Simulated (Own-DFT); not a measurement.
# Strain and stress in wurtzite AlGaN with randomly placed atoms, 72 atoms (Al9Ga27N36)

Calculated results; nothing here was measured. They come from Own-DFT, an in-house plane-wave density functional program, since retired, whose code no person has reviewed. Each row is one single-point run on a periodic cell that was not relaxed, without spin or spin-orbit coupling.

Settings of every run: PBE; PseudoDojo norm-conserving scalar-relativistic files; cutoff 42 hartree; 4 x 4 x 3 k mesh centred on Gamma; Fermi-Dirac smearing of 0.1 eV.

Known limits: forces on such cells passed a denser k mesh, each cell not checked; stress not checked against mesh or cutoff.

Unstrained cell vectors in Å: (9.509, 0.000, 0.000); (-4.755, 8.235, 0.000); (0.000, 0.000, 10.268). The unstrained cell has measured lattice constants (interpolated for alloys), not those of this functional. That, the random moves and any unrelaxed bonds set the pressure at no strain. Each run strains this cell uniformly, with the atoms carried along. Every atom was also moved at random, by a Gaussian of width 0.05 Å on each axis. The random placing of the alloy's atoms differs from row to row. Strain is the symmetric tensor, in per cent. Stress is positive in tension, and the pressure is minus a third of its trace.

```
run,e_xx (%),e_yy (%),e_zz (%),s_xx (GPa),s_yy (GPa),s_zz (GPa),P (GPa),E (meV/atom)
1,-2.50,-2.50,0.00,-23.15,-20.32,-13.12,18.86,46.0
2,-2.75,-2.75,0.00,-25.01,-23.32,-12.77,20.37,58.2
3,1.00,1.00,0.00,-1.50,-2.95,-6.79,3.75,5.2
4,-1.00,-1.00,0.00,-12.58,-14.29,-9.45,12.11,23.2
5,0.25,0.25,0.00,-5.79,-6.05,-8.29,6.71,9.9
6,2.75,2.75,0.00,4.70,6.04,-3.01,-2.58,1.7
7,-1.75,-1.75,0.00,-19.29,-18.74,-11.96,16.66,71.3
8,2.00,2.00,0.00,2.09,3.34,-5.49,0.02,0.0
9,2.50,2.50,0.00,?,?,?,?,?
```

E is the free energy for each atom above the lowest run shown.

## Worked fit

The change of volume is close to e_xx + e_yy + e_zz. A straight line through the runs shown gives P = 8.51 - 212 x (fractional change of volume) GPa, with an error of 6 on the slope and a scatter of 0.65 GPa. The strain isn't the same on all axes and the cell isn't cubic, so the slope belongs to this path and is not the bulk modulus.

## Withheld run

Question: what pressure should run 9 give? Its volume changes by 5.06 %.

The line gives -2.2 GPa. The calculation gave -1.26 GPa.
